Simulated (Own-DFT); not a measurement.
# Response to strain: wurtzite GaN, 96 atoms (Ga48N48)

No measurement is shown. These are fixed-geometry runs of a retired plane-wave code named Own-DFT, which no person has reviewed; spin and spin-orbit coupling are neglected.

Method: PBE; PseudoDojo norm-conserving scalar-relativistic files (stringent for Ga); cutoff 96 hartree; 3 x 4 x 3 k mesh centred on Gamma; Gaussian smearing of 0.01 eV.

Known weak points: forces on such cells passed a denser k mesh, each cell not checked; stress not checked against mesh or cutoff.

Unstrained cell vectors in Å: (12.756, 0.000, 0.000); (-4.784, 8.285, 0.000); (0.000, 0.000, 10.370). The unstrained cell has measured lattice constants (interpolated for alloys), not those of this functional. That, the random moves and any unrelaxed bonds set the pressure at no strain. The cell is deformed uniformly in each run, and the atoms keep their fractional places. Random moves of width 0.05 Å per axis were added to every atom. Strain is the symmetric tensor, in per cent. Stress is positive in tension, and the pressure is minus a third of its trace.

```
run  e_xx (%)  e_yy (%)  e_zz (%)  e_yz (%)  e_xz (%)  e_xy (%)  s_xx (GPa)  s_yy (GPa)  s_zz (GPa)  s_yz (GPa)  s_xz (GPa)  s_xy (GPa)  P (GPa)  E (meV/atom)
  1     -1.12     -1.68     -0.31      1.57      1.77      0.85      -16.24      -14.35      -11.27        3.29        3.91        3.90    13.95          35.0
  2      1.17      1.61     -0.69     -0.24     -1.61      1.60       -1.61        0.38       -8.60       -1.16       -2.82        3.89     3.28          10.5
  3      0.91      1.44      0.80     -1.84     -1.62     -1.48       -0.22       -2.34       -2.41       -3.94       -3.28       -5.19     1.66          12.6
  4      1.53     -1.92     -1.16      1.52     -1.40     -1.66       -5.25      -15.75      -13.39        2.52       -3.12       -6.43    11.46          53.0
  5     -1.98     -0.57     -0.47      0.95     -1.55     -0.67      -15.97      -13.13      -11.89        1.67       -2.40       -2.32    13.66          37.4
  6     -1.05     -1.72      0.37     -0.87      0.59     -1.47      -13.19      -16.83       -7.16       -1.89        1.59       -5.07    12.39          28.7
  7      0.20      1.40     -0.52     -0.22      1.16      1.51       -3.94       -2.87       -8.10       -0.56        2.15        4.19     4.97           5.8
  8      0.28     -0.42      1.44     -0.65     -0.88      0.70       -3.88       -8.63       -1.38       -1.66       -1.34        2.16     4.63           3.3
  9      0.99      0.99     -0.97      0.00      1.74     -0.88       -2.81       -1.81      -13.12        0.58        4.60       -3.32     5.91          19.2
 10      1.40      1.54     -0.13      0.94      1.39     -0.43        0.56        0.13       -6.81        2.69        2.88       -1.74     2.04           0.0
 11      0.02      1.01     -0.39      0.58     -1.15     -0.44       -6.04       -3.28       -8.39        0.72       -3.16       -1.51     5.90           7.8
 12     -1.13     -0.42      0.04      0.78     -0.32     -1.65      -13.14       -9.58       -7.97        0.83       -1.47       -4.89    10.23          15.3
 13      0.10      1.48      1.33     -0.90      0.67      1.75       -5.27        0.50       -1.38       -1.52        0.95        5.09     2.05           7.2
 14      1.67     -0.60     -1.14     -1.31     -1.75      1.50       -0.68       -9.32      -12.81       -2.31       -3.29        4.15     7.61          18.6
 15     -0.25     -0.46      0.97     -0.84      0.82      1.78       -8.69       -8.22       -3.20       -0.83        1.16        6.09     6.70           6.6
 16      0.01     -0.90     -1.07      0.25     -0.66      0.92       -8.80      -10.78      -13.52        0.91       -1.12        1.70    11.03          19.3
 17     -1.58      1.65      1.63      1.33      0.32      0.70           ?           ?           ?           ?           ?           ?        ?             ?
```

E is the free energy per atom, counted from the lowest run shown.

## Working it out

Each stress component was fitted by least squares to a constant and the strains of the runs shown, as fractions, with shears doubled. Shear strains stay in the fit of a normal stress only where such slopes are resolved. The slopes, in GPa:

| stress | at no strain | per e_xx | per e_yy | per e_zz | scatter |
|---|---|---|---|---|---|
| s_xx | -7.3 | 428 ± 30 | 134 ± 25 | 84 ± 35 | 1.10 |
| s_yy | -7.5 | 79 ± 33 | 425 ± 27 | 38 ± 38 | 1.18 |
| s_zz | -7.8 | 49 ± 23 | 64 ± 19 | 472 ± 26 | 0.82 |

The slope of each shear stress on twice its own strain, from a fit on all six strains: yz 94 ± 8, xz 106 ± 7, xy 161 ± 6 GPa. These are stiffnesses along x, y and z of the frame in which the cell vectors are given, with the crystal's c axis along z: C11, C12, C13 and C33. Hexagonal symmetry asks that xx and yy behave alike, which is a second check on the noise. These are clamped-ion slopes: internal relaxation, where symmetry allows it, would soften some. Symmetry asks for nearly equal slopes across the diagonal; the mismatch is a measure of noise. A ninth of the table's sum, 197 ± 5 GPa, estimates the bulk modulus near the mean pressure of these runs, 7.3 GPa, so it lies above the value at zero pressure.

## Check

Question: what normal stresses and pressure should run 17 give?

Estimate: s_xx = -10.5, s_yy = -1.2, s_zz = 0.2 and P = 3.8 GPa. DFT gave -10.29, -1.12, -0.97 and P = 4.13 GPa.
